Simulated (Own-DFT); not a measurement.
# What a defect does to the pressure of its cell: wurtzite GaN

No measurement is shown. These are fixed-geometry runs of a retired plane-wave code named Own-DFT, which no person has reviewed; spin and spin-orbit coupling are neglected.

Method: PBE; PseudoDojo norm-conserving scalar-relativistic files; cutoff 42 hartree; 4 x 4 x 3 k mesh centred on Gamma; Fermi-Dirac smearing of 0.1 eV.

Limits (not all hold for every row): some atoms lie very close together; not probed for a lower state with spin; forces not confirmed at this smearing and k mesh; stress not checked against mesh or cutoff.

All runs share one cell, with vectors in Å (9.567, 0.000, 0.000); (-4.784, 8.285, 0.000); (0.000, 0.000, 10.370) and a volume of 822.0 Å³. u is the rms random offset of the atoms per axis. The defect's site can differ from row to row.

```
               cell  formula   u (Å)  P (GPa)
          no defect  Ga36N36  0.0200     5.91
          no defect  Ga36N36  0.0213     5.92
          no defect  Ga36N36  0.0475     7.48
 one N on a Ga site  Ga35N37  0.0293     5.60
 one N on a Ga site  Ga35N37  0.0503     6.52
 one N on a Ga site  Ga35N37  0.0523     6.79
one Ga on an N site  Ga37N35  0.0293    11.84
one Ga on an N site  Ga37N35  0.0330    12.05
one Ga on an N site  Ga37N35  0.0477        ?
one Ga on an N site  Ga37N35  0.0516    13.76
```

## Worked fit

P = P0 + c u² + a shift for each defect gives P0 = 5.57 GPa, c = 837 ± 86 GPa/Å² and a scatter of 0.21 GPa. The shifts, and each times the cell's volume:

- one Ga on an N site: 5.70 ± 0.18 GPa, 29.2 eV
- one N on a Ga site: -0.97 ± 0.20 GPa, -5.0 eV

A positive shift means that the defect pushes the cell outwards. Shift times volume (160.2 GPa Å³ is 1 eV) depends little on the cell's size, so, taken for each site, it can be compared between cells at like pressure. The atoms around the defects weren't relaxed, which would change these numbers.

## Prediction

Asked: what pressure belongs in the blank (one Ga on an N site, u = 0.0477 Å)?

The fitted form gives 13.17 ± 0.26 GPa. DFT gave 12.78 GPa.
